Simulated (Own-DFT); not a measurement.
# Which defects push the lattice out? L1_0 TiAl

Source: density functional calculations with Own-DFT, an unreviewed in-house program that is no longer used. Nothing was measured or relaxed, and spin and spin-orbit coupling are left out.

Common settings: PBE; PseudoDojo norm-conserving scalar-relativistic files; cutoff 42 hartree; 4 x 4 x 4 k mesh centred on Gamma; cold (Marzari-Vanderbilt) smearing of 0.2 eV.

Caveats: forces on such cells failed a check on a denser k mesh; stress not checked against mesh or cutoff.

All runs share one cell, with vectors in Å (5.622, 5.622, 0.000); (-5.622, 5.622, 0.000); (0.000, 0.000, 8.133) and a volume of 514.0 Å³. u is the rms random offset of the atoms per axis. The defect's site can differ from row to row.

```
cell,formula,u (Å),P (GPa)
no defect,Al16Ti16,0.0180,1.15
no defect,Al16Ti16,0.0474,1.70
no defect,Al16Ti16,0.0548,1.98
two Al vacancies,Al14Ti16,0.0286,-0.58
two Al vacancies,Al14Ti16,0.0433,-0.37
two Al vacancies,Al14Ti16,0.0465,-0.25
one Ti vacancy,Al16Ti15,0.0267,0.61
one Ti vacancy,Al16Ti15,0.0284,0.53
one Ti vacancy,Al16Ti15,0.0287,?
one Ti vacancy,Al16Ti15,0.0350,0.58
```

## Fit

P = P0 + c u² + a shift for each defect gives P0 = 1.09 GPa, c = 281 ± 30 GPa/Å² and a scatter of 0.07 GPa. The shifts, and each times the cell's volume:

- one Ti vacancy: -0.77 ± 0.06 GPa, -2.5 eV
- two Al vacancies: -1.94 ± 0.06 GPa, -6.2 eV (-3.1 eV for each of its 2 sites)

A positive shift means that the defect pushes the cell outwards. Shift times volume (160.2 GPa Å³ is 1 eV) depends little on the cell's size, so, taken for each site, it can be compared between cells at like pressure. The atoms around the defects weren't relaxed, which would change these numbers.

## Withheld run

Question: what pressure belongs in the blank (one Ti vacancy, u = 0.0287 Å)?

The fitted form gives 0.55 ± 0.08 GPa. DFT gave 0.55 GPa.
